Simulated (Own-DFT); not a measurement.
Simulation results for TiO2 (rutile, strained, atoms displaced)

Computed with Own-DFT development build. A calculation, not a measurement: plane-wave PBE density functional theory by an unreviewed code, no spin, of a simulated periodic cell, stress positive in tension, free energy of the whole cell less one offset for each atom, oxygen file: force components 24 meV/angstrom off all-electron in one glass; forces on such cells passed a denser k mesh, this cell's mesh not checked; offsets are fitted by least squares, one for each functional and potential file, so energies compare only between cells with the same atoms and settings and are not formation energies; the far tail of each file's local potential was reset to the Coulomb form; each entry is a single point on an unrelaxed cell, so the pressure reflects the starting lattice, mostly measured values (interpolated for alloys), from which strain is counted, and rises with the displacements; printed positions are rounded, which can move forces by about a meV/angstrom; the program, named Own-DFT, is a retired in-house code; no spin-orbit coupling; before rounding, a Quantum ESPRESSO 7.3.1 run of the same cell and cutoff gave forces within 1 meV/angstrom rms on each cell, which checks the program and not the settings.

Common to all runs: functional PBE; potential files PseudoDojo norm-conserving, scalar-relativistic, standard set; wave cutoff 72 hartree; occupations Fermi-Dirac; smearing width 0.1 eV; k mesh 3 x 3 x 3 centred on Gamma.

(1) TiO2 (rutile, strained, atoms displaced)

```
CELL_PARAMETERS angstrom
9.36710 -0.06050 -0.16510
-0.06050 9.36110 0.11530
-0.15950 0.11140 8.85040
ATOMIC_POSITIONS crystal
Ti 0.00399 0.00868 0.99132
Ti 0.25467 0.25891 0.16258
O 0.15332 0.14766 0.00010
O 0.33960 0.34823 0.99598
O 0.40216 0.10316 0.16170
O 0.10965 0.39917 0.16396
Ti 0.00194 0.99242 0.33198
Ti 0.24717 0.23819 0.49381
O 0.14379 0.14948 0.33451
O 0.34839 0.35093 0.33094
O 0.39514 0.09546 0.49688
O 0.10058 0.40345 0.50045
Ti 0.98480 0.99495 0.66679
Ti 0.25706 0.24330 0.83367
O 0.13897 0.16443 0.66923
O 0.34360 0.34471 0.66430
O 0.40897 0.09274 0.82882
O 0.09472 0.40617 0.83002
Ti 0.01237 0.49243 0.00878
Ti 0.25260 0.74658 0.16656
O 0.15373 0.65974 0.99976
O 0.34848 0.85413 0.99220
O 0.39530 0.60154 0.16339
O 0.10308 0.90377 0.16834
Ti 0.00896 0.50721 0.32604
Ti 0.24702 0.74890 0.49916
O 0.16140 0.65562 0.32857
O 0.35616 0.85214 0.33893
O 0.40700 0.60577 0.48837
O 0.10094 0.89834 0.49713
Ti 0.00171 0.50764 0.65409
Ti 0.25483 0.75003 0.82617
O 0.15193 0.65611 0.65899
O 0.34752 0.84686 0.65514
O 0.39943 0.59841 0.83654
O 0.10027 0.90178 0.82786
Ti 0.49724 0.99896 0.00400
Ti 0.76101 0.25102 0.17034
O 0.64998 0.15705 0.99120
O 0.84619 0.35648 0.01003
O 0.88906 0.10394 0.16875
O 0.58807 0.41176 0.16441
Ti 0.49911 0.99912 0.33595
Ti 0.75476 0.25358 0.49632
O 0.66142 0.13996 0.34491
O 0.85028 0.34404 0.33323
O 0.90393 0.09815 0.49752
O 0.59835 0.40430 0.49552
Ti 0.50505 0.00574 0.66003
Ti 0.74919 0.25126 0.83285
O 0.65548 0.14006 0.66933
O 0.84419 0.34397 0.67254
O 0.89658 0.09676 0.82672
O 0.60222 0.40186 0.82511
Ti 0.50269 0.48970 0.01192
Ti 0.74979 0.74404 0.17441
O 0.66043 0.65442 0.99613
O 0.85021 0.84044 0.00345
O 0.89942 0.60346 0.17193
O 0.59622 0.91472 0.16483
Ti 0.50066 0.48660 0.32052
Ti 0.75591 0.73941 0.49777
O 0.64599 0.64833 0.33344
O 0.84372 0.84223 0.33541
O 0.89665 0.59660 0.50154
O 0.59367 0.89867 0.49635
Ti 0.49475 0.49482 0.67809
Ti 0.75938 0.74006 0.83981
O 0.65046 0.65971 0.67444
O 0.85638 0.84511 0.66487
O 0.90629 0.59621 0.83163
O 0.59701 0.89893 0.83331
```

- free energy of cell above offsets: -15.351 eV
- pressure: -0.01 GPa
- stress xx: 1.38 GPa
- stress yy: 1.43 GPa
- stress zz: -2.77 GPa
- stress yz: 3.31 GPa
- stress xz: -4.59 GPa
- stress xy: -1.84 GPa

Force:
| element | x (eV/Å) | y (eV/Å) | z (eV/Å) |
| --- | --- | --- | --- |
| Ti | -0.025 | -1.609 | 0.216 |
| Ti | 0.81 | -2.472 | 0.605 |
| O | -0.075 | 0.542 | 0.102 |
| O | 1.084 | 0.709 | 0.466 |
| O | -0.442 | 0.704 | 0.24 |
| O | -1.19 | 1.033 | 1.275 |
| Ti | 0.487 | -0.035 | 0.288 |
| Ti | -0.59 | -0.296 | 1.575 |
| O | 0.725 | 0.824 | -0.485 |
| O | -0.725 | -0.938 | -0.145 |
| O | -0.12 | 0.707 | -0.225 |
| O | -0.904 | 1.051 | -0.73 |
| Ti | 0.786 | 0.38 | -0.565 |
| Ti | -0.64 | -0.886 | -2.508 |
| O | 1.209 | -0.215 | -0.265 |
| O | 0.489 | 0.211 | 0.336 |
| O | -1.533 | 1.52 | -0.501 |
| O | 0.053 | 0.11 | 1.245 |
| Ti | -0.781 | 0.946 | -4.629 |
| Ti | 0.642 | 1.676 | -0.935 |
| O | -0.383 | -0.681 | 0.161 |
| O | -0.596 | -0.813 | 0.353 |
| O | 1.231 | -1.186 | -0.768 |
| O | -1.072 | 0.678 | 0.071 |
| Ti | 0.176 | -0.368 | 1.308 |
| Ti | 2.48 | 0.527 | 0.27 |
| O | -1.818 | -1.471 | -0.377 |
| O | -1.052 | -0.526 | -1.069 |
| O | -0.195 | -1.06 | 0.635 |
| O | -1.047 | 0.761 | -0.345 |
| Ti | 0.728 | -1.376 | 2.882 |
| Ti | 0.604 | 0.846 | 0.441 |
| O | -0.51 | -0.637 | 0.499 |
| O | -0.386 | -0.277 | 1.052 |
| O | 0.38 | -0.635 | -0.335 |
| O | -0.656 | 0.841 | 0.744 |
| Ti | 0.801 | -0.438 | -1.198 |
| Ti | -0.172 | -2.111 | -0.946 |
| O | 0.378 | 0.711 | 0.713 |
| O | 0.196 | -0.128 | -0.154 |
| O | 1.221 | -0.825 | -0.517 |
| O | 2.8 | -2.801 | 0.803 |
| Ti | 0.292 | -0.688 | -0.506 |
| Ti | -0.642 | -0.651 | 0.813 |
| O | -0.179 | 1.613 | -0.542 |
| O | 0.457 | 1.156 | -0.041 |
| O | 0.186 | -0.311 | -0.217 |
| O | 0.072 | -0.416 | 0.112 |
| Ti | 0.931 | -1.826 | 1.854 |
| Ti | -0.393 | -0.661 | 0.004 |
| O | 0.483 | 1.427 | -0.32 |
| O | 0.407 | 0.49 | -0.736 |
| O | 0.686 | -0.408 | 0.827 |
| O | -0.534 | 0.192 | 1.243 |
| Ti | -1.705 | 3.271 | -4.545 |
| Ti | -0.561 | 1.077 | -1.582 |
| O | -1.384 | -1.489 | 1.131 |
| O | 0.478 | 0.925 | 0.481 |
| O | 1.315 | -1.367 | 0.407 |
| O | 0.672 | -1.17 | 0.727 |
| Ti | -1.264 | 2.586 | 5.631 |
| Ti | -2.362 | 0.784 | 1.502 |
| O | 0.967 | 0.481 | -0.387 |
| O | 0.393 | 0.331 | 0.044 |
| O | 0.509 | -0.349 | -1.55 |
| O | 0.295 | 0.348 | 0.394 |
| Ti | -0.622 | 1.693 | -2.326 |
| Ti | -0.47 | 0.688 | -0.366 |
| O | 0.253 | -0.615 | -1.042 |
| O | -0.66 | -0.472 | -0.487 |
| O | 0.251 | -0.168 | -0.004 |
| O | -0.242 | 0.539 | -0.101 |

(2) TiO2 (rutile, strained, atoms displaced)

```
CELL_PARAMETERS angstrom
9.15410 0.09360 -0.04440
0.09360 9.00780 -0.09200
-0.04290 -0.08890 8.89600
ATOMIC_POSITIONS crystal
Ti 0.00183 0.00516 0.99705
Ti 0.24683 0.24808 0.16797
O 0.15188 0.15137 0.99259
O 0.34568 0.34653 0.00115
O 0.40119 0.09064 0.17153
O 0.10092 0.40419 0.16899
Ti 0.99421 0.99981 0.33899
Ti 0.24378 0.25616 0.49895
O 0.15497 0.14842 0.34377
O 0.34938 0.34289 0.33413
O 0.39778 0.09619 0.49268
O 0.09069 0.40814 0.50184
Ti 0.00417 0.99031 0.66383
Ti 0.25094 0.24683 0.82280
O 0.13915 0.15335 0.66923
O 0.34253 0.35569 0.67109
O 0.39496 0.09408 0.82770
O 0.09235 0.40261 0.83854
Ti 0.99884 0.51069 0.01038
Ti 0.24848 0.75872 0.16981
O 0.14921 0.66205 0.00507
O 0.33800 0.85092 0.99512
O 0.39292 0.60478 0.16297
O 0.08819 0.90047 0.17367
Ti 0.00392 0.49498 0.32452
Ti 0.24766 0.74012 0.50023
O 0.15689 0.65198 0.33734
O 0.33722 0.83969 0.32406
O 0.41138 0.58978 0.50846
O 0.10178 0.90294 0.49907
Ti 0.99928 0.49242 0.66675
Ti 0.24369 0.75215 0.82736
O 0.14586 0.65944 0.66914
O 0.35663 0.84785 0.66947
O 0.41068 0.59847 0.82530
O 0.10003 0.90124 0.84167
Ti 0.49263 0.00088 0.99488
Ti 0.75672 0.26838 0.16387
O 0.65539 0.14550 0.00009
O 0.84241 0.34287 0.99934
O 0.89685 0.10241 0.17008
O 0.59311 0.40035 0.17577
Ti 0.49981 0.00107 0.34032
Ti 0.75495 0.24301 0.51497
O 0.65216 0.15111 0.33212
O 0.85284 0.35262 0.33126
O 0.90889 0.09632 0.48858
O 0.60444 0.39686 0.50072
Ti 0.50379 0.00024 0.65758
Ti 0.74936 0.25404 0.83768
O 0.65245 0.15250 0.66864
O 0.84407 0.33699 0.65406
O 0.90103 0.09888 0.83164
O 0.60317 0.39893 0.84389
Ti 0.49958 0.49442 0.99426
Ti 0.75752 0.74120 0.16501
O 0.64930 0.64518 0.99010
O 0.84129 0.84993 0.00575
O 0.90440 0.58490 0.16749
O 0.59371 0.90164 0.16936
Ti 0.50119 0.49676 0.32727
Ti 0.74415 0.75244 0.49049
O 0.64331 0.64129 0.32999
O 0.84719 0.84478 0.33071
O 0.89592 0.59113 0.50210
O 0.58994 0.90877 0.49449
Ti 0.49818 0.48919 0.65660
Ti 0.75167 0.75408 0.83580
O 0.65680 0.65207 0.66388
O 0.85077 0.85034 0.65107
O 0.90838 0.60087 0.83768
O 0.59517 0.90095 0.83924
```

* free energy of cell above offsets: -14.236 eV
* pressure: 12.54 GPa
* stress xx: -12 GPa
* stress yy: -13.64 GPa
* stress zz: -11.98 GPa
* stress yz: -5.06 GPa
* stress xz: -0.93 GPa
* stress xy: 4.65 GPa

Force:
| element | x (eV/Å) | y (eV/Å) | z (eV/Å) |
| --- | --- | --- | --- |
| Ti | -0.587 | 0.752 | 1.575 |
| Ti | 1.405 | -1.199 | -0.789 |
| O | -0.212 | -0.07 | 0.808 |
| O | -0.02 | -0.2 | 0.203 |
| O | -1.282 | 1.263 | -0.608 |
| O | 0.398 | -0.591 | -0.662 |
| Ti | 0.736 | -0.221 | -2.877 |
| Ti | 0.352 | -0.794 | -0.88 |
| O | -0.195 | 0.574 | -0.708 |
| O | -0.706 | 0.2 | 0.398 |
| O | -0.702 | 0.83 | 1.914 |
| O | 1.504 | -1.098 | -0.312 |
| Ti | -0.438 | 0.135 | 0.645 |
| Ti | -0.515 | 0.274 | 1.706 |
| O | 0.933 | 0.534 | -0.648 |
| O | -0.392 | -1 | -0.386 |
| O | 0.242 | 0.476 | -0.296 |
| O | 0.172 | -0.292 | -0.348 |
| Ti | 2.369 | -0.142 | -4.394 |
| Ti | 0.035 | -0.223 | -1.832 |
| O | -1.421 | -1.842 | -1.057 |
| O | 0.681 | 0.458 | 0.228 |
| O | 1.482 | -1.726 | 0.24 |
| O | 0.033 | 0.288 | -1.008 |
| Ti | -0.611 | 0.075 | 3.376 |
| Ti | 0.566 | 0.615 | -0.267 |
| O | -1.156 | -1.102 | 0.144 |
| O | 1.886 | 1.721 | 3.126 |
| O | -1.645 | 1.35 | -0.986 |
| O | 0.326 | -0.462 | 0.262 |
| Ti | -0.697 | 1.133 | 0.757 |
| Ti | 2.156 | -0.624 | 1.531 |
| O | -0.222 | -0.829 | -0.994 |
| O | -0.798 | -0.324 | -0.447 |
| O | -0.631 | -0.156 | 0.864 |
| O | -0.981 | 0.53 | -1.208 |
| Ti | 0.6 | -0.25 | 1.666 |
| Ti | -0.736 | -3.059 | 1.744 |
| O | -0.219 | 0.717 | -0.537 |
| O | 1.611 | 1.801 | -0.054 |
| O | 0.923 | -0.304 | -0.201 |
| O | 0.155 | -0.157 | -1.465 |
| Ti | 0.833 | 1.368 | -4.063 |
| Ti | -2.464 | -1.347 | -4.39 |
| O | -0.2 | -0.128 | 0.166 |
| O | 0.121 | -0.048 | 0.259 |
| O | -1.091 | 0.766 | 2.38 |
| O | -0.386 | 0.033 | -0.38 |
| Ti | -1.15 | -0.201 | 1.804 |
| Ti | -0.451 | -1.905 | 0.736 |
| O | -0.535 | -0.737 | -0.033 |
| O | 2.403 | 2.473 | 3.175 |
| O | 0.388 | -0.625 | -0.092 |
| O | -0.263 | -0.145 | -1.215 |
| Ti | -1.643 | 1.438 | 0.054 |
| Ti | -2.623 | 2.158 | -0.85 |
| O | 1.194 | 0.641 | 0.856 |
| O | 0.349 | -0.421 | 0.221 |
| O | -1.955 | 1.934 | 0.934 |
| O | 0.719 | -1.308 | -0.454 |
| Ti | -1.002 | 0.461 | 0.257 |
| Ti | 0.561 | -1.955 | 1.8 |
| O | 1.445 | 1.537 | -0.102 |
| O | -0.457 | -0.685 | -0.016 |
| O | -0.069 | 0.733 | -0.215 |
| O | 1.773 | -2.061 | 0.999 |
| Ti | 1.435 | 1.106 | 1.409 |
| Ti | -0.969 | -0.717 | -1.074 |
| O | 0.113 | 0.332 | -0.002 |
| O | -0.301 | 0.142 | 0.796 |
| O | -0.643 | 0.15 | -0.116 |
| O | 0.469 | -0.05 | -1.062 |

(3) TiO2 (rutile, strained, atoms displaced)

```
CELL_PARAMETERS angstrom
9.08880 0.18050 -0.02380
0.18050 9.19470 0.07570
-0.02300 0.07310 8.74650
ATOMIC_POSITIONS crystal
Ti 0.99445 0.99848 0.99298
Ti 0.24457 0.24906 0.17221
O 0.15388 0.14794 0.00475
O 0.35278 0.35091 0.00380
O 0.39482 0.11042 0.15966
O 0.09572 0.40636 0.17317
Ti 0.99278 0.00036 0.33367
Ti 0.25322 0.24799 0.50520
O 0.15590 0.15616 0.33651
O 0.35671 0.34660 0.32917
O 0.39963 0.10155 0.50322
O 0.10330 0.40355 0.50927
Ti 0.99087 0.00942 0.66574
Ti 0.24943 0.24472 0.83344
O 0.14419 0.14831 0.67628
O 0.35027 0.35026 0.66693
O 0.40260 0.09887 0.82504
O 0.10011 0.40338 0.82300
Ti 0.99969 0.49769 0.00596
Ti 0.24748 0.75284 0.16407
O 0.14779 0.65432 0.99738
O 0.34877 0.85570 0.00295
O 0.40100 0.58509 0.16181
O 0.09924 0.90202 0.17366
Ti 0.99030 0.50573 0.32266
Ti 0.25522 0.75321 0.49504
O 0.14425 0.66024 0.33278
O 0.33849 0.85427 0.32805
O 0.40866 0.58940 0.50356
O 0.08791 0.90489 0.49422
Ti 0.00301 0.49463 0.66962
Ti 0.25711 0.74881 0.84027
O 0.14209 0.65089 0.67459
O 0.35333 0.83741 0.67052
O 0.39911 0.59509 0.83218
O 0.10354 0.89559 0.83259
Ti 0.50026 0.98463 0.99957
Ti 0.75504 0.25221 0.15768
O 0.65455 0.15294 0.00253
O 0.84123 0.34155 0.00528
O 0.90920 0.10859 0.16152
O 0.60420 0.40120 0.17109
Ti 0.50730 0.99218 0.33072
Ti 0.75041 0.25131 0.49778
O 0.65441 0.15485 0.34014
O 0.84824 0.34799 0.33001
O 0.89923 0.10127 0.49628
O 0.59362 0.39312 0.50296
Ti 0.50300 0.99538 0.66902
Ti 0.74903 0.26198 0.83051
O 0.65024 0.14081 0.66003
O 0.84404 0.35389 0.67222
O 0.89236 0.11094 0.83488
O 0.59466 0.40413 0.83092
Ti 0.50999 0.49346 0.00672
Ti 0.75339 0.74237 0.16141
O 0.64433 0.64974 0.99340
O 0.84777 0.83907 0.99256
O 0.90635 0.59673 0.17282
O 0.59658 0.89636 0.16659
Ti 0.49136 0.49651 0.33843
Ti 0.75650 0.74202 0.50989
O 0.65041 0.65636 0.32971
O 0.84259 0.84701 0.33096
O 0.89935 0.59625 0.49118
O 0.60072 0.89901 0.50656
Ti 0.50467 0.49527 0.64944
Ti 0.75634 0.74498 0.83116
O 0.64310 0.64978 0.66327
O 0.84489 0.84357 0.66795
O 0.89830 0.59556 0.84135
O 0.58822 0.91296 0.82857
```

- free energy of cell above offsets: -13.192 eV
- pressure: 14.27 GPa
- stress xx: -12.99 GPa
- stress yy: -11.75 GPa
- stress zz: -18.07 GPa
- stress yz: 2.88 GPa
- stress xz: -1 GPa
- stress xy: 10.36 GPa

Force:
| element | x (eV/Å) | y (eV/Å) | z (eV/Å) |
| --- | --- | --- | --- |
| Ti | 1.236 | 0.266 | 0.675 |
| Ti | 1.265 | -0.38 | -0.998 |
| O | -0.74 | 0.084 | -0.8 |
| O | -1.004 | -0.608 | -0.636 |
| O | 2.115 | -2.431 | 0.656 |
| O | 0.067 | -0.079 | -0.882 |
| Ti | 0.044 | -0.324 | -0.864 |
| Ti | 0.054 | 0.378 | -0.402 |
| O | -0.9 | -0.399 | 0.414 |
| O | -0.639 | 0.132 | 0.855 |
| O | 0.297 | -0.897 | -0.948 |
| O | -0.499 | 0.131 | -0.65 |
| Ti | 1.257 | -0.453 | 0.052 |
| Ti | 1.559 | 0.384 | 1.425 |
| O | -0.035 | 0.026 | -0.703 |
| O | -0.54 | -0.722 | 0.057 |
| O | -0.659 | 0.283 | 0.935 |
| O | -0.206 | -0.383 | 2.531 |
| Ti | 1.497 | -0.217 | -2.043 |
| Ti | -0.475 | -0.966 | 0.51 |
| O | -0.477 | -0.599 | 1.069 |
| O | -0.449 | -0.862 | 0.288 |
| O | -0.941 | 1.705 | 0.933 |
| O | -0.728 | 0.331 | -1.044 |
| Ti | 1.895 | -2.246 | 5.102 |
| Ti | -1.462 | 0.058 | 1.696 |
| O | 0.861 | -0.296 | 0.204 |
| O | 1.034 | -0.219 | 0.61 |
| O | -2.636 | 2.7 | -1.828 |
| O | 1.027 | -0.551 | 1.289 |
| Ti | 0.857 | 1.073 | -1.846 |
| Ti | 0.405 | -1.886 | -2.178 |
| O | 0.636 | 0.711 | -0.95 |
| O | -0.492 | 0.211 | -1.364 |
| O | -0.083 | 0.349 | 0.201 |
| O | -2.14 | 2.14 | 0.123 |
| Ti | -0.498 | 3.182 | -0.124 |
| Ti | -2.095 | -1.673 | 1.768 |
| O | -0.439 | -0.448 | -0.086 |
| O | 2.447 | 2.773 | -1.753 |
| O | 0.459 | -1.357 | -0.131 |
| O | -0.066 | 0.401 | 0.662 |
| Ti | -0.166 | 1.965 | 1.19 |
| Ti | -0.577 | -0.612 | -0.45 |
| O | -0.683 | -1.069 | -0.326 |
| O | 0.48 | 0.56 | 0.618 |
| O | 0.437 | -0.239 | 0.568 |
| O | 0.751 | -0.059 | -1.12 |
| Ti | -1.132 | 1.799 | -2.051 |
| Ti | -2.292 | -0.718 | -0.042 |
| O | 1.091 | 1.431 | 0.339 |
| O | 0.026 | -0.053 | -0.791 |
| O | 1.99 | -2.481 | -0.074 |
| O | 0.753 | -0.616 | 0.058 |
| Ti | -1.767 | -0.53 | -1.601 |
| Ti | -1.728 | 0.554 | 1.947 |
| O | 1.205 | 1.092 | 0.478 |
| O | 0.36 | 0.988 | 0.434 |
| O | -1.709 | 1.502 | -3.22 |
| O | 0.06 | 0.257 | 0.238 |
| Ti | 0.58 | -0.397 | -3.001 |
| Ti | -1.04 | 0.18 | -2.071 |
| O | -0.08 | -0.478 | -0.191 |
| O | 0.441 | 0.449 | -0.54 |
| O | -0.094 | -0.046 | 0.688 |
| O | -0.51 | 0.101 | -1.673 |
| Ti | -0.411 | -0.529 | 5.705 |
| Ti | -1.233 | -0.463 | 0.186 |
| O | 1.201 | 0.598 | 0.377 |
| O | 0.548 | 0.647 | 0.274 |
| O | -0.24 | -0.186 | 0.062 |
| O | 2.931 | -2.973 | 2.16 |

(4) TiO2 (rutile, strained, atoms displaced)

```
CELL_PARAMETERS angstrom
9.01490 0.09170 -0.04380
0.09170 9.11470 0.03610
-0.04240 0.03490 8.89830
ATOMIC_POSITIONS crystal
Ti 0.99994 0.00416 0.00169
Ti 0.25371 0.25662 0.16115
O 0.15016 0.15321 0.00501
O 0.35017 0.34656 0.00367
O 0.39703 0.09828 0.16937
O 0.09062 0.40288 0.16249
Ti 0.01098 0.99787 0.33758
Ti 0.25023 0.25070 0.50587
O 0.15077 0.14945 0.33583
O 0.34747 0.34570 0.33135
O 0.40633 0.09200 0.49610
O 0.09235 0.41486 0.49884
Ti 0.00385 0.99030 0.66761
Ti 0.24438 0.24032 0.82640
O 0.15947 0.16392 0.66764
O 0.34728 0.34173 0.65639
O 0.39793 0.09808 0.83621
O 0.10086 0.41012 0.83758
Ti 0.00073 0.49711 0.00872
Ti 0.23895 0.74813 0.17297
O 0.14629 0.64656 0.99864
O 0.35281 0.85247 0.99851
O 0.41187 0.60618 0.16741
O 0.10859 0.90330 0.16500
Ti 0.00229 0.49290 0.33610
Ti 0.24812 0.74956 0.50068
O 0.15782 0.65256 0.33345
O 0.33910 0.84031 0.33266
O 0.39856 0.60276 0.49865
O 0.10177 0.89501 0.49806
Ti 0.00558 0.49920 0.66294
Ti 0.24731 0.74816 0.82607
O 0.14228 0.65666 0.65958
O 0.35426 0.85321 0.65881
O 0.41048 0.59362 0.83168
O 0.10494 0.89741 0.83711
Ti 0.50108 0.00646 0.99665
Ti 0.74773 0.24890 0.16771
O 0.65441 0.14787 0.99425
O 0.85062 0.35768 0.00526
O 0.91331 0.09625 0.16706
O 0.60168 0.40598 0.16965
Ti 0.50296 0.00075 0.33400
Ti 0.76008 0.24472 0.50065
O 0.65930 0.15344 0.33209
O 0.85251 0.34255 0.33556
O 0.90494 0.10238 0.50229
O 0.59593 0.39424 0.50950
Ti 0.49675 0.99461 0.66103
Ti 0.74149 0.25435 0.83879
O 0.65207 0.15161 0.67773
O 0.83930 0.34617 0.67616
O 0.89575 0.09736 0.83151
O 0.59216 0.40177 0.83339
Ti 0.51408 0.49733 0.00359
Ti 0.75570 0.75517 0.16903
O 0.64891 0.65111 0.00163
O 0.84019 0.84659 0.00631
O 0.90489 0.59637 0.16904
O 0.60462 0.89215 0.16226
Ti 0.50398 0.50401 0.33749
Ti 0.75507 0.74669 0.49360
O 0.65725 0.65142 0.33263
O 0.85352 0.84628 0.32490
O 0.90362 0.59630 0.50200
O 0.59915 0.91331 0.49386
Ti 0.50071 0.50471 0.66722
Ti 0.75250 0.75327 0.82997
O 0.65023 0.64940 0.66742
O 0.84761 0.84959 0.66849
O 0.91022 0.60371 0.83283
O 0.59205 0.91300 0.83706
```

* free energy of cell above offsets: -14.932 eV
* pressure: 12.94 GPa
* stress xx: -14.46 GPa
* stress yy: -13.07 GPa
* stress zz: -11.29 GPa
* stress yz: 1.5 GPa
* stress xz: -1.71 GPa
* stress xy: 4.51 GPa

Force:
| element | x (eV/Å) | y (eV/Å) | z (eV/Å) |
| --- | --- | --- | --- |
| Ti | -0.442 | 0.402 | 0.072 |
| Ti | 0.816 | -0.06 | 0.206 |
| O | -0.368 | -0.267 | -0.973 |
| O | -0.056 | 0.07 | -0.091 |
| O | 0.75 | -0.353 | 0.18 |
| O | 1.457 | -1.179 | 1.999 |
| Ti | 0.199 | 1.146 | -1.477 |
| Ti | 1.212 | 0.373 | -2.59 |
| O | -0.34 | -0.089 | 0.336 |
| O | 0.099 | 0.582 | 0.5 |
| O | -1.339 | 1.334 | -0.23 |
| O | 2.207 | -2.456 | 0.533 |
| Ti | -1.254 | 0.421 | 1.053 |
| Ti | 0.988 | 2.009 | 2.824 |
| O | -2.845 | -2.837 | -1.084 |
| O | 0.462 | 0.876 | 0.887 |
| O | -0.423 | 0.504 | -0.786 |
| O | 0.57 | -1.096 | -0.955 |
| Ti | -0.629 | 1.293 | -2.057 |
| Ti | 2.144 | -0.805 | -1.973 |
| O | 1.515 | 1.396 | -0.364 |
| O | -0.781 | -0.816 | -0.678 |
| O | -0.223 | -0.825 | 0.397 |
| O | -1.477 | 0.902 | 0.08 |
| Ti | -0.949 | 1 | -2.121 |
| Ti | 1.389 | -0.637 | -1.235 |
| O | -1.538 | -1.337 | 0.436 |
| O | 1.544 | 1.517 | 0.41 |
| O | 0.867 | -0.958 | 0.118 |
| O | -1.378 | 1.522 | 1.035 |
| Ti | -1.324 | -0.146 | 3.249 |
| Ti | 1.491 | -0.927 | 2.858 |
| O | 0.932 | 0.274 | 0.688 |
| O | -1.227 | -1.248 | 0.712 |
| O | -1.708 | 1.101 | -0.101 |
| O | -1.027 | 1.241 | -0.78 |
| Ti | -1.272 | -1.628 | 0.917 |
| Ti | 0.645 | 0.018 | -0.261 |
| O | 0.315 | 0.72 | 1.746 |
| O | -1.491 | -1.599 | -0.029 |
| O | -1.03 | 0.38 | -0.011 |
| O | 0.643 | -1.056 | 0.757 |
| Ti | -0.709 | -0.21 | -1.771 |
| Ti | -1.601 | 1.191 | 1.651 |
| O | -0.639 | -0.546 | -0.243 |
| O | 0.068 | 0.356 | -0.213 |
| O | 1.387 | -1.693 | 0.364 |
| O | -0.047 | 0.644 | -0.993 |
| Ti | 1.395 | 1.089 | 1.108 |
| Ti | 0.767 | -0.101 | -1.565 |
| O | -0.298 | -0.263 | -0.903 |
| O | 1.382 | 0.798 | -0.998 |
| O | 1.848 | -1.172 | -0.211 |
| O | 0.429 | -0.5 | -0.02 |
| Ti | -1.312 | 1.386 | -0.053 |
| Ti | -0.431 | -0.961 | -1.332 |
| O | 0.678 | 0.02 | -0.788 |
| O | 1.438 | 0.886 | -1.358 |
| O | -0.3 | 0.363 | 0.64 |
| O | -1.62 | 1.845 | 0.858 |
| Ti | -0.858 | -0.195 | -0.429 |
| Ti | -0.407 | -0.271 | -0.016 |
| O | -0.162 | -0.167 | 1.251 |
| O | 0.36 | 0.394 | 1.864 |
| O | -1.051 | 0.941 | -0.577 |
| O | 1.524 | -1.78 | 0.694 |
| Ti | -0.056 | -0.348 | -0.088 |
| Ti | -0.097 | -1.207 | 1.509 |
| O | 0.693 | 1.03 | -0.523 |
| O | 0.536 | 0.488 | -0.707 |
| O | -1.434 | 0.788 | -0.564 |
| O | 1.395 | -1.563 | -0.782 |
